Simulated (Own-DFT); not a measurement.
# How strain changes the stress of wurtzite GaN, 72 atoms (Ga36N36)

All numbers below are calculated, not measured. They come from Own-DFT, an in-house plane-wave density functional program, since retired, whose code no person has reviewed. Each row is one single-point run on a periodic cell that was not relaxed, without spin or spin-orbit coupling.

Settings of every run: PBE; PseudoDojo norm-conserving scalar-relativistic files (stringent for Ga); cutoff 96 hartree; 4 x 4 x 3 k mesh centred on Gamma; Gaussian smearing of 0.01 eV.

Known limits: forces not confirmed at this smearing and k mesh; stress not checked against mesh or cutoff.

Unstrained cell vectors in Å: (9.567, 0.000, 0.000); (-4.783, 8.285, 0.000); (0.000, 0.000, 10.370). The unstrained cell has measured lattice constants (interpolated for alloys), not those of this functional. That, the random moves and any unrelaxed bonds set the pressure at no strain. Each run strains this cell uniformly, with the atoms carried along. Every atom was also moved at random, by a Gaussian of width 0.05 Å on each axis. Strain is the symmetric tensor, in per cent. Stress is positive in tension, and the pressure is minus a third of its trace.

```
run,e_xx (%),e_yy (%),e_zz (%),e_yz (%),e_xz (%),e_xy (%),s_xx (GPa),s_yy (GPa),s_zz (GPa),s_yz (GPa),s_xz (GPa),s_xy (GPa),P (GPa),E (meV/atom)
1,-0.91,1.46,-0.05,0.02,1.03,1.93,-7.48,-3.33,-10.06,0.94,1.56,5.52,6.96,39.6
2,1.65,-1.89,0.48,-0.78,0.67,-1.65,-3.17,-11.18,-6.31,-1.61,1.40,-4.62,6.89,28.1
3,-1.79,0.63,0.13,2.00,-0.50,-0.46,-13.97,-5.64,-8.55,3.97,-2.14,-1.17,9.39,35.1
4,-1.94,-1.88,-0.42,1.30,0.46,-1.00,-19.44,-18.04,-11.95,2.42,0.19,-4.05,16.48,53.3
5,0.47,1.36,1.01,-1.14,-1.81,-1.09,-3.61,-0.24,-2.80,-2.80,-4.17,-2.69,2.22,23.7
6,0.63,1.05,1.43,-0.55,-0.70,-0.07,-1.49,-1.19,-0.18,-1.10,-0.83,-1.12,0.95,0.0
7,-1.53,1.89,-1.28,1.14,0.86,-0.39,-12.41,-2.62,-12.44,2.17,0.14,-2.25,9.15,36.1
8,-1.26,0.31,0.31,-1.41,-0.57,1.39,-11.88,-5.20,-7.93,-2.89,-0.59,3.66,8.34,28.7
9,0.35,1.71,-0.04,-1.69,0.29,1.41,-3.95,-1.19,-5.09,-4.42,1.59,4.11,3.41,11.3
10,1.69,0.54,0.14,-1.88,0.14,1.53,0.28,-2.73,-5.32,-3.77,0.03,3.54,2.59,15.6
11,0.35,0.30,-1.57,-0.32,0.77,-1.92,-7.25,-5.74,-14.58,-0.79,1.29,-5.53,9.19,32.7
12,-1.58,1.49,1.05,-0.02,1.81,-1.91,-13.59,-0.97,-2.66,0.19,3.45,-5.91,5.74,27.4
13,1.71,-1.78,0.03,1.93,-1.20,1.38,-0.91,-14.78,-8.31,4.24,-2.09,4.36,8.00,46.8
14,0.97,-0.29,0.11,-0.25,-1.11,0.39,-1.65,-8.96,-6.28,-1.37,-2.41,0.42,5.63,17.9
15,-0.97,-0.91,1.39,1.79,0.52,1.85,-13.27,-10.39,-3.26,3.35,2.52,6.03,8.97,47.1
16,1.72,-0.62,-1.04,1.38,1.49,0.17,-1.18,-7.34,-12.85,3.01,2.53,1.54,7.13,24.3
17,0.25,-0.33,1.99,1.34,0.98,1.23,?,?,?,?,?,?,?,?
```

E is the free energy for each atom above the lowest run shown.

## Worked fit

Each stress component was fitted by least squares to a constant and the strains of the runs shown, as fractions, with shears doubled. Shear strains stay in the fit of a normal stress only where such slopes are resolved. The slopes, in GPa:

```
stress  at no strain  per e_xx  per e_yy  per e_zz  scatter
  s_xx          -7.4  456 ± 23  140 ± 25   46 ± 35     1.19
  s_yy          -7.1   97 ± 27  404 ± 28   85 ± 40     1.35
  s_zz          -8.0   69 ± 20   80 ± 21  443 ± 30     1.01
```

Each shear stress against twice its own strain: yz 107 ± 6, xz 108 ± 9, xy 146 ± 7 GPa. These are stiffnesses along x, y and z of the frame in which the cell vectors are given, which need not be the crystal's axes. The atoms are held to the strained lattice; where symmetry lets them move under strain, relaxing them would lower some slopes. The table should be nearly symmetric about its diagonal, and what it lacks of that shows the noise. A ninth of its sum, 202 ± 5 GPa, estimates the bulk modulus near the mean pressure of these runs, 6.9 GPa, so it lies above the value at zero pressure.

## Withheld run

Question: what normal stresses and pressure should run 17 give?

The fit gives s_xx = -5.8, s_yy = -6.5, s_zz = 0.7 and P = 3.9 GPa. The calculation gave -4.75, -7.64, 0.81 and P = 3.86 GPa.
